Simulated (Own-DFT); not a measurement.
# A layer strained by its substrate: wurtzite AlGaN with randomly placed atoms, 96 atoms (Al12Ga36N48)

Calculated, not measured: single-point runs of Own-DFT, a retired in-house plane-wave DFT program that no person has reviewed, on unrelaxed cells, without spin or spin-orbit coupling.

Method: PBE; PseudoDojo norm-conserving scalar-relativistic files (stringent for Ga); cutoff 96 hartree; 3 x 4 x 3 k mesh centred on Gamma; Gaussian smearing of 0.01 eV.

Known weak points: k mesh not checked against a denser one; stress not checked against mesh or cutoff.

Unstrained cell vectors in Å: (12.679, 0.000, 0.000); (-4.755, 8.235, 0.000); (0.000, 0.000, 10.268). The unstrained cell has measured lattice constants (interpolated for alloys), not those of this functional. That, the random moves and any unrelaxed bonds set the pressure at no strain. Each run strains x and y alike by e, as a substrate would, and holds the height along z. Random moves of width 0.05 Å per axis were added to every atom. The random placing of the alloy's atoms differs from row to row. Stress is positive in tension.

```
e (%),u (Å),(s_xx + s_yy)/2 (GPa),s_zz (GPa)
-2.50,0.050,-23.75,-9.98
-2.25,0.047,-19.72,-11.71
-2.00,0.053,?,?
-1.75,0.051,-17.44,-10.30
-1.50,0.053,-15.03,-11.16
-1.00,0.046,-11.43,-10.12
-0.75,0.052,-11.03,-9.09
0.50,0.053,-3.52,-8.77
0.75,0.047,-2.13,-6.70
2.25,0.050,4.69,-5.08
```

## Analysis

With e as a fraction, the in-plane stress is -6.0 + 563 e - 4229 e² GPa (errors 17 and 1192, scatter 0.74), and s_zz is -8.3 + 125 e GPa (slope ± 20, scatter 0.89). At e = 0 the first slope is C11 + C12 and the second 2 C13, both with the ions held to the strained lattice and at the cell's own pressure. The term in e² is negative: the layer stiffens under compression and softens under tension. A free layer would change its height as e changes, and the in-plane slope would drop by 2 C13²/C33 to the biaxial modulus. At fixed height, a misfit of 1 % moves the in-plane stress by about 5.6 GPa and s_zz by 1.2 GPa.

## Test on the hidden row

Q: what are the two stresses at e = -2.00 %?

The fitted form gives -19.0 and -10.8 GPa. The run itself gave -19.38 and -9.65 GPa.
